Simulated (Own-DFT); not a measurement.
## Calculated data, GaN (wurtzite, strained, atoms displaced)

A calculation, not a measurement: plane-wave PBE density functional theory by an unreviewed code, no spin, of a simulated periodic cell, stress positive in tension, free energy of the whole cell less one offset for each atom, forces on such cells passed a denser k mesh, this cell's mesh not checked; offsets are fitted by least squares, one for each functional and potential file, so energies compare only between cells with the same atoms and settings and are not formation energies; the far tail of each file's local potential was reset to the Coulomb form; each entry is a single point on an unrelaxed cell, so the pressure reflects the starting lattice, mostly measured values (interpolated for alloys), from which strain is counted, and rises with the displacements; printed positions are rounded, which can move forces by about a meV/angstrom; the program, named Own-DFT, is a retired in-house code; no spin-orbit coupling. Program: Own-DFT development build.

Common to all runs: functional PBE; potential files PseudoDojo norm-conserving, scalar-relativistic, standard set with the stringent files for Ga; wave cutoff 96 hartree; occupations Gaussian; smearing width 0.01 eV; k mesh 3 x 4 x 3 centred on Gamma.

(1) GaN (wurtzite, strained, atoms displaced)

```
GaN
1.0
     12.7560     0.0000     0.0000
     -4.7835     8.2853     0.0000
      0.0000     0.0000    10.4737
Ga N Ga N Ga N Ga N Ga N Ga N Ga N Ga N Ga N Ga N Ga N Ga N Ga N Ga N Ga N Ga N Ga N Ga N Ga N Ga N Ga N Ga N Ga N Ga N
2 2 2 2 2 2 2 2 2 2 2 2 2 2 2 2 2 2 2 2 2 2 2 2 2 2 2 2 2 2 2 2 2 2 2 2 2 2 2 2 2 2 2 2 2 2 2 2
Direct
  0.08607 0.22890 0.00590
  0.17305 0.11175 0.25592
  0.08360 0.22820 0.18779
  0.16431 0.11973 0.43986
  0.07801 0.21976 0.50474
  0.16498 0.11752 0.74478
  0.08198 0.22295 0.69188
  0.17516 0.12091 0.94493
  0.08275 0.55456 0.00030
  0.16170 0.44831 0.25054
  0.08313 0.56185 0.17776
  0.16724 0.43868 0.43576
  0.07799 0.55060 0.50201
  0.16351 0.45114 0.74167
  0.08039 0.55670 0.69474
  0.16751 0.44403 0.94027
  0.08620 0.89128 0.99809
  0.16638 0.77934 0.24605
  0.08697 0.89413 0.19058
  0.16498 0.77337 0.44264
  0.08946 0.90805 0.49101
  0.16884 0.78284 0.75779
  0.07562 0.88799 0.68362
  0.16100 0.76451 0.93558
  0.33070 0.21885 0.99846
  0.41302 0.10100 0.24642
  0.33964 0.22711 0.18916
  0.41762 0.10411 0.43786
  0.33264 0.22230 0.50045
  0.41492 0.11520 0.74391
  0.33142 0.22681 0.68837
  0.41592 0.10616 0.94241
  0.33178 0.55128 0.99561
  0.41624 0.44122 0.25108
  0.32561 0.54186 0.18983
  0.41223 0.43642 0.43202
  0.33400 0.55819 0.49706
  0.41821 0.45044 0.75601
  0.33613 0.56395 0.68294
  0.42133 0.44143 0.94390
  0.32943 0.87793 0.99041
  0.41248 0.77913 0.24915
  0.33348 0.89048 0.19399
  0.40985 0.77178 0.44739
  0.33587 0.88522 0.49858
  0.42223 0.79032 0.74322
  0.33670 0.88054 0.68459
  0.41026 0.77099 0.94196
  0.57625 0.21730 0.00069
  0.66787 0.11878 0.24538
  0.59016 0.23387 0.19321
  0.66896 0.11170 0.43643
  0.58891 0.22325 0.48569
  0.67063 0.12002 0.75203
  0.58121 0.21827 0.68640
  0.67394 0.12654 0.92949
  0.58477 0.56166 0.00240
  0.66984 0.44610 0.25099
  0.58164 0.56098 0.18052
  0.66712 0.45376 0.43582
  0.58263 0.55203 0.50529
  0.67179 0.44783 0.74951
  0.58105 0.54406 0.69482
  0.66424 0.43990 0.93014
  0.60052 0.89677 0.00733
  0.66655 0.77806 0.24825
  0.58195 0.88624 0.19137
  0.66608 0.78347 0.43473
  0.58842 0.89015 0.50397
  0.66147 0.77981 0.74479
  0.58808 0.88912 0.68817
  0.66427 0.77536 0.93571
  0.83417 0.21828 0.00513
  0.91601 0.12095 0.25274
  0.83086 0.22076 0.18928
  0.91020 0.10094 0.42560
  0.83860 0.23116 0.49927
  0.91832 0.11425 0.74987
  0.83214 0.22570 0.69060
  0.91978 0.12503 0.94459
  0.82901 0.54405 0.00060
  0.92099 0.43967 0.25313
  0.83640 0.57079 0.18970
  0.91678 0.43687 0.44473
  0.84263 0.55245 0.50328
  0.91793 0.44020 0.74802
  0.83247 0.55816 0.69072
  0.91760 0.44470 0.93887
  0.83280 0.88388 0.99655
  0.91594 0.78840 0.24402
  0.82378 0.88237 0.18741
  0.91603 0.77618 0.44566
  0.83424 0.89445 0.49595
  0.90888 0.76487 0.75450
  0.83570 0.89730 0.69031
  0.92288 0.77262 0.92883
```

* free energy of cell above offsets: -4.783 eV
* pressure: 5.14 GPa
* stress xx: -6.19 GPa
* stress yy: -6.38 GPa
* stress zz: -2.85 GPa
* stress yz: 0.25 GPa
* stress xz: 0.03 GPa
* stress xy: 0.38 GPa

Force:
```csv
element,x (eV/Å),y (eV/Å),z (eV/Å)
Ga,0.233,-0.379,-0.48
Ga,-0.916,1.155,-1.142
N,0.055,-0.878,0.935
N,0.883,0.506,-0.379
Ga,-0.289,0.382,-0.732
Ga,0.767,-1.383,1.176
N,-0.586,0.837,-0.876
N,-2.108,-1.627,-1.483
Ga,0.029,-1.173,-1.138
Ga,0.979,-0.267,-0.235
N,-0.069,-0.495,2.232
N,-1.441,0.329,0.756
Ga,1.767,1.239,0.492
Ga,1.734,-0.208,1.478
N,-0.094,0.592,-1.352
N,-0.424,0.151,-1.167
Ga,-0.013,0.187,0.039
Ga,-0.05,-0.224,1.223
N,-0.513,-0.034,-0.562
N,-0.403,0.474,-0.935
Ga,0.057,-3.206,1.564
Ga,-0.595,0.132,-2.291
N,1.234,0.576,0.576
N,-0.082,2.009,0.872
Ga,1.721,0.895,1.037
Ga,0.105,2.247,0.852
N,-0.237,-1.371,-0.182
N,-0.722,0.673,-0.256
Ga,0.661,-0.068,-0.074
Ga,0.638,-0.539,0.468
N,0.149,-0.117,-0.144
N,-0.872,-0.504,-0.971
Ga,0.409,-0.05,0.978
Ga,-0.008,0.803,-0.68
N,0.062,1.649,-0.261
N,0.472,1.037,1.357
Ga,0.4,-1.387,0.207
Ga,-0.515,-0.333,-0.163
N,0.09,-0.777,0.806
N,-1.006,0.23,-0.854
Ga,-0.222,0.852,1.184
Ga,1.02,-1.415,0.447
N,-0.304,-1.171,-1.726
N,2.045,1.043,-1.944
Ga,-1.459,0.224,0.39
Ga,1.202,-1.714,1.664
N,-2.723,1.866,0.362
N,2.01,0.756,-1.03
Ga,1.045,0.96,-0.095
Ga,0.017,-1.358,0.988
N,-0.748,-1.645,-1.141
N,0.631,0.063,-0.306
Ga,-1.174,0.355,1.655
Ga,-0.65,-0.768,-1.061
N,0.158,0.63,-0.715
N,-0.109,-1.515,2.456
Ga,0.658,-1.091,-0.836
Ga,-0.836,1.853,-0.165
N,0.616,-0.616,1.673
N,1.504,-0.812,0.348
Ga,-0.758,0.503,-0.399
Ga,-0.536,-1.542,-0.193
N,-0.565,1.681,-1.06
N,-0.112,0.416,1.74
Ga,-2.616,0.072,-0.86
Ga,-0.815,-0.814,0.771
N,-0.417,1.075,-0.225
N,0.566,-1.16,0.599
Ga,-1.142,0.088,-0.749
Ga,2.211,-0.927,0.792
N,-1.356,1.293,-0.233
N,0.862,0.588,-0.547
Ga,-1.025,1.56,-0.717
Ga,1.271,-1.361,-2.104
N,-0.01,0.798,-0.025
N,0.202,2.042,2.707
Ga,-0.346,-3.387,0.874
Ga,-0.648,-0.163,1.087
N,0.987,-0.396,-1.233
N,1.375,-2.198,-1.083
Ga,-0.097,0.713,0.008
Ga,-1.345,1.415,-0.756
N,0.969,-1.94,-0.232
N,0.006,1.391,-1.836
Ga,-2.423,1.289,-0.045
Ga,-1.045,0.783,1.455
N,1.131,-1.482,-1.054
N,0.079,-0.602,-0.06
Ga,0.496,0.582,-0.11
Ga,0.667,-0.303,1.468
N,1.168,1.94,-0.92
N,0.215,0.455,-1.357
Ga,0.175,-1.694,1.009
Ga,0.203,2.477,-1.851
N,-0.317,-1.08,-0.357
N,-1.195,0.308,2.662
```

(2) GaN (wurtzite, strained, atoms displaced)

```
GaN
1.0
     12.7560     0.0000     0.0000
     -4.7835     8.2853     0.0000
      0.0000     0.0000    10.4737
Ga N Ga N Ga N Ga N Ga N Ga N Ga N Ga N Ga N Ga N Ga N Ga N Ga N Ga N Ga N Ga N Ga N Ga N Ga N Ga N Ga N Ga N Ga N Ga N
2 2 2 2 2 2 2 2 2 2 2 2 2 2 2 2 2 2 2 2 2 2 2 2 2 2 2 2 2 2 2 2 2 2 2 2 2 2 2 2 2 2 2 2 2 2 2 2
Direct
  0.08393 0.22554 0.99992
  0.17081 0.11572 0.25206
  0.07704 0.21758 0.18435
  0.16636 0.12103 0.44278
  0.07424 0.21140 0.50090
  0.16365 0.11505 0.74957
  0.08225 0.22551 0.68936
  0.16731 0.11098 0.93578
  0.09107 0.55065 0.99990
  0.16647 0.44974 0.24679
  0.08866 0.55484 0.19009
  0.16651 0.44264 0.44432
  0.08891 0.57112 0.49425
  0.15789 0.44196 0.74409
  0.08691 0.55181 0.69028
  0.15214 0.43271 0.93514
  0.08746 0.88258 0.00515
  0.16812 0.78123 0.24115
  0.07491 0.88402 0.19264
  0.16955 0.78799 0.44125
  0.08816 0.88210 0.50752
  0.17129 0.78025 0.75499
  0.08366 0.88707 0.69124
  0.16622 0.78175 0.94038
  0.33398 0.21706 0.99027
  0.41328 0.11010 0.25683
  0.32925 0.22259 0.19340
  0.41462 0.11134 0.43922
  0.33773 0.24184 0.50319
  0.42227 0.11104 0.74876
  0.33361 0.22255 0.69033
  0.40998 0.10432 0.93943
  0.32959 0.55215 0.99355
  0.41835 0.44303 0.24245
  0.33467 0.54974 0.19143
  0.41835 0.45262 0.43515
  0.33268 0.55049 0.49599
  0.41696 0.44863 0.73780
  0.32411 0.54319 0.69198
  0.41176 0.43947 0.93097
  0.33377 0.89461 0.99830
  0.41664 0.77889 0.24275
  0.33620 0.88956 0.18527
  0.41791 0.77931 0.43734
  0.33378 0.88223 0.50225
  0.41784 0.77944 0.75267
  0.33499 0.89381 0.69234
  0.41690 0.77954 0.92998
  0.57658 0.21003 0.99466
  0.66248 0.10387 0.24351
  0.58983 0.22601 0.19462
  0.66682 0.10896 0.43069
  0.58510 0.22354 0.50406
  0.67496 0.11465 0.74921
  0.58429 0.22515 0.69654
  0.66661 0.11265 0.94132
  0.59051 0.56017 0.00277
  0.66850 0.44281 0.25216
  0.58699 0.55131 0.19948
  0.67014 0.45522 0.43427
  0.57775 0.54510 0.50422
  0.66465 0.44041 0.75347
  0.58560 0.56335 0.69718
  0.66609 0.44848 0.93665
  0.57924 0.88628 0.01395
  0.67271 0.78748 0.25227
  0.58556 0.89539 0.19381
  0.66531 0.77601 0.44636
  0.58219 0.88930 0.49889
  0.67597 0.78148 0.74995
  0.58427 0.88898 0.68600
  0.67582 0.79011 0.94253
  0.83144 0.22195 0.00241
  0.92044 0.11488 0.25191
  0.83384 0.21924 0.19301
  0.91464 0.11997 0.44160
  0.84565 0.22783 0.48980
  0.92131 0.10701 0.74855
  0.82438 0.21475 0.69722
  0.91949 0.11354 0.93371
  0.82670 0.55117 0.99655
  0.91880 0.44422 0.24491
  0.82996 0.55113 0.19049
  0.91675 0.44599 0.43629
  0.83241 0.55795 0.50576
  0.91353 0.44724 0.74873
  0.83764 0.55298 0.68227
  0.92017 0.44913 0.93583
  0.83652 0.88488 0.99168
  0.92043 0.78301 0.24393
  0.82536 0.87953 0.19581
  0.91516 0.78420 0.43583
  0.83562 0.88582 0.50058
  0.91847 0.78184 0.74867
  0.83322 0.88383 0.68530
  0.91734 0.78146 0.93517
```

* free energy of cell above offsets: -4.479 eV
* pressure: 5.43 GPa
* stress xx: -9.26 GPa
* stress yy: -5.28 GPa
* stress zz: -1.75 GPa
* stress yz: -0.05 GPa
* stress xz: 1.06 GPa
* stress xy: 0.78 GPa

Force:
```csv
element,x (eV/Å),y (eV/Å),z (eV/Å)
Ga,0.174,-1.798,0.038
Ga,-1.583,-0.447,0.632
N,1.355,0.879,0.525
N,1.085,-1.227,-0.394
Ga,0.687,1.698,0.276
Ga,0.945,-0.267,0.037
N,0.226,-0.961,-0.704
N,-0.292,-0.491,0.565
Ga,-2.93,1.194,0.292
Ga,1.583,-1.629,1.591
N,-1.42,0.997,-0.848
N,-0.768,0.172,-1.165
Ga,0.237,-2.166,0.833
Ga,1.883,-0.533,0.973
N,-2.691,1.96,-1.082
N,2.735,1.13,-0.726
Ga,-2.274,1.259,-0.473
Ga,-0.105,-0.15,1.191
N,2.831,1.566,-1.12
N,1.293,-0.649,-1.679
Ga,-2.572,1.889,-0.53
Ga,-0.603,-0.529,-0.418
N,0.273,0.301,0.102
N,1.534,-1.227,0.066
Ga,-1.393,1.228,1.097
Ga,0.828,0.725,-0.547
N,1.355,-0.468,-1.427
N,-0.035,0.254,0.977
Ga,0.063,-2.39,-0.183
Ga,-1.52,0.245,0.094
N,0.263,-0.092,-0.288
N,1.241,0.879,-0.913
Ga,0.283,-0.362,0.054
Ga,0.487,0.236,0.854
N,-0.915,1.038,-1.34
N,0.562,-0.416,-0.234
Ga,-1.021,1.015,0.824
Ga,0.098,-0.452,1.876
N,0.112,1.731,-0.921
N,0.765,0.744,0.752
Ga,0.443,-1.551,0.166
Ga,0.267,-0.737,1.495
N,-0.732,0.254,-0.09
N,-0.354,-0.68,-0.532
Ga,-0.066,1.283,0.135
Ga,0.559,-0.519,-1.688
N,0.363,-0.767,-0.544
N,-0.186,-0.203,2.512
Ga,0.133,1.554,1.401
Ga,0.389,2.56,1.679
N,-1.672,-1.026,-1.549
N,0.05,0.657,1.061
Ga,0.354,-0.021,-0.954
Ga,-2.853,-2.221,1.079
N,0.688,-0.362,-1.07
N,-0.032,-0.828,-0.098
Ga,-1.554,0.051,0.251
Ga,0.217,-0.006,0.181
N,-1.122,1.109,-1.79
N,0.135,-1.409,1.598
Ga,0.57,1.948,-0.172
Ga,0.047,1.277,-0.451
N,0.632,-1.166,-1.202
N,0.013,-1.352,0.111
Ga,0.813,0.294,-2.42
Ga,-1.298,-2.169,1.66
N,-0.102,-2.441,-0.663
N,0.138,-0.016,-0.751
Ga,0.655,0.307,0.218
Ga,-2.086,0.27,0.52
N,-0.023,-0.016,0.616
N,-1.585,-1.339,-0.381
Ga,0.8,0.267,-0.317
Ga,-0.733,-1.242,-0.088
N,-0.116,0.16,-0.866
N,2.89,-2.898,-1.31
Ga,-4.606,0.838,2.104
Ga,-1.771,0.337,0.372
N,3.964,2.219,-2.229
N,-0.356,-0.517,0.687
Ga,1.49,0.562,0.806
Ga,-0.706,0.039,0.581
N,0.994,0.847,-1
N,0.283,1.1,-0.1
Ga,0.22,0.188,-2.113
Ga,1.725,-1.041,0.367
N,-1.75,0.806,1.542
N,-0.382,-0.133,0.718
Ga,-0.438,1.83,1.784
Ga,-2.279,-1.973,1.641
N,2.152,2.211,-1.737
N,2.04,-0.672,0.151
Ga,-1.56,0.427,-0.391
Ga,0.535,-0.909,0.125
N,0.715,0.952,0.12
N,1.315,-1.016,0.172
```
